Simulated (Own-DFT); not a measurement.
# Computed records: GaAs (zincblende with one plane slipped along a stacking-fault path, atoms displaced)

Computed with Own-DFT development build. A calculation, not a measurement: plane-wave PBE density functional theory by an unreviewed code, no spin, of a simulated periodic cell, stress positive in tension, free energy of the whole cell less one offset for each atom, forces on such cells passed a denser k mesh, this cell's mesh not checked; offsets are fitted by least squares, one for each functional and potential file, so energies compare only between cells with the same atoms and settings and are not formation energies; the far tail of each file's local potential was reset to the Coulomb form; each entry is a single point on an unrelaxed cell, so the pressure reflects the starting lattice, mostly measured values (interpolated for alloys), from which strain is counted, and rises with the displacements; printed positions are rounded, which can move forces by about a meV/angstrom; the program, named Own-DFT, is a retired in-house code; no spin-orbit coupling.

```cif
# cell vector a (Å): 5.6533 -5.6533 0.0000
# cell vector b (Å): 0.0000 5.6533 -5.6533
# cell vector c (Å): 12.1546 12.1546 9.6106
data_GaAs
_symmetry_space_group_name_H-M 'P 1'
_symmetry_Int_Tables_number 1
_cell_length_a 7.9950
_cell_length_b 7.9950
_cell_length_c 19.6935
_cell_angle_alpha 84.759
_cell_angle_beta 90.000
_cell_angle_gamma 120.000
_cell_volume 1084.07
loop_
_atom_site_label
_atom_site_type_symbol
_atom_site_fract_x
_atom_site_fract_y
_atom_site_fract_z
_atom_site_occupancy
Ga1 Ga 0.00788 0.99981 0.00200 1
As1 As 0.97472 0.95364 0.12972 1
Ga2 Ga 0.13588 0.27509 0.16849 1
As2 As 0.11871 0.24829 0.29674 1
Ga3 Ga 0.27391 0.07559 0.33298 1
As3 As 0.26804 0.03520 0.46451 1
Ga4 Ga 0.07143 0.14813 0.50246 1
As4 As 0.06561 0.12484 0.62461 1
Ga5 Ga 0.20683 0.42042 0.66211 1
As5 As 0.19014 0.38981 0.79477 1
Ga6 Ga 0.35372 0.20675 0.84018 1
As6 As 0.34564 0.19357 0.95903 1
Ga7 Ga 0.01342 0.49649 0.99997 1
As7 As 0.99778 0.46977 0.12462 1
Ga8 Ga 0.13485 0.78018 0.16819 1
As8 As 0.10677 0.74147 0.29562 1
Ga9 Ga 0.27302 0.55693 0.33158 1
As9 As 0.27162 0.52604 0.46139 1
Ga10 Ga 0.06914 0.65407 0.49613 1
As10 As 0.05292 0.60865 0.62269 1
Ga11 Ga 0.20713 0.92113 0.66296 1
As11 As 0.19905 0.89566 0.79213 1
Ga12 Ga 0.36257 0.72890 0.83271 1
As12 As 0.33775 0.67316 0.95752 1
Ga13 Ga 0.50012 0.01634 0.99838 1
As13 As 0.48236 0.96619 0.12841 1
Ga14 Ga 0.65631 0.29235 0.16603 1
As14 As 0.62572 0.25097 0.29025 1
Ga15 Ga 0.77896 0.06305 0.33673 1
As15 As 0.76204 0.02322 0.45402 1
Ga16 Ga 0.56126 0.15000 0.49738 1
As16 As 0.56464 0.11254 0.62414 1
Ga17 Ga 0.72158 0.43030 0.66974 1
As17 As 0.70280 0.39443 0.79320 1
Ga18 Ga 0.86957 0.21021 0.83618 1
As18 As 0.83126 0.17233 0.95699 1
Ga19 Ga 0.49598 0.50992 0.99888 1
As19 As 0.47233 0.44926 0.12613 1
Ga20 Ga 0.63250 0.76716 0.16725 1
As20 As 0.62527 0.77046 0.29356 1
Ga21 Ga 0.77250 0.55718 0.33050 1
As21 As 0.76553 0.53345 0.45570 1
Ga22 Ga 0.56381 0.64552 0.50157 1
As22 As 0.55154 0.59512 0.62319 1
Ga23 Ga 0.71606 0.93205 0.66597 1
As23 As 0.70310 0.89820 0.78540 1
Ga24 Ga 0.84264 0.70701 0.83481 1
As24 As 0.84485 0.68719 0.96043 1
_calc_functional 'PBE'
_calc_potential_files 'PseudoDojo norm-conserving, scalar-relativistic, standard set'
_calc_wave_cutoff 42  # hartree
_calc_occupations 'Fermi-Dirac'
_calc_smearing_width 0.1  # eV
_calc_k_mesh '4 x 4 x 2 centred on Gamma'
_calc_free_energy_of_cell_above_offsets '-16.457'  # eV
_calc_pressure 4.36  # GPa
_calc_stress_xx -5.78  # GPa
_calc_stress_yy -4.42  # GPa
_calc_stress_zz -2.88  # GPa
_calc_stress_yz 0.25  # GPa
_calc_stress_xz 0.29  # GPa
_calc_stress_xy -0.17  # GPa
```

Force:
```csv
element,x (eV/Å),y (eV/Å),z (eV/Å)
Ga,-0.073,0.705,-0.143
As,-0.555,-0.182,-0.498
Ga,0.383,0.22,0.319
As,-1.324,-0.634,-0.222
Ga,0.957,-0.674,0.811
As,-3.54,-0.936,0.969
Ga,0.161,0.948,-1.32
As,-1.234,-0.814,1.917
Ga,1.737,1.521,-0.745
As,0.673,-1.068,-1.124
Ga,-0.746,-0.761,-1.28
As,0.033,0.457,0.609
Ga,-1.053,0.609,0.112
As,-0.494,0.064,0.286
Ga,0.93,0.038,-0.075
As,0.404,-0.668,-0.576
Ga,1.256,1.044,-0.919
As,-3.098,0.021,0.788
Ga,1.613,0.055,-0.742
As,-0.168,-0.234,0.113
Ga,1.109,0.304,-0.456
As,-0.783,0.408,-0.05
Ga,-0.15,-0.754,0.437
As,0.258,0.629,-1.501
Ga,0.24,-0.064,1.34
As,-0.397,-0.496,-0.132
Ga,-0.203,-0.131,0.126
As,-0.593,-0.103,0.783
Ga,0.014,0.316,-1.564
As,0.252,1.029,1.762
Ga,3.646,-0.672,-1.234
As,-0.607,0.429,0.053
Ga,-0.342,-0.055,0.071
As,-0.171,0.081,0.851
Ga,-1.172,0.332,-0.178
As,1.073,0.033,0.263
Ga,1.207,-0.351,0.3
As,0.043,-0.23,-0.289
Ga,0.058,0.663,-0.292
As,-1.38,-1.652,1.62
Ga,0.095,1.226,-0.584
As,-1.514,-0.197,1.229
Ga,2.21,-0.442,-1.428
As,0.738,0.892,-0.22
Ga,-0.545,-1.102,-0.201
As,0.59,0.982,0.845
Ga,0.652,-0.283,-0.5
As,-0.189,-0.505,0.666
```
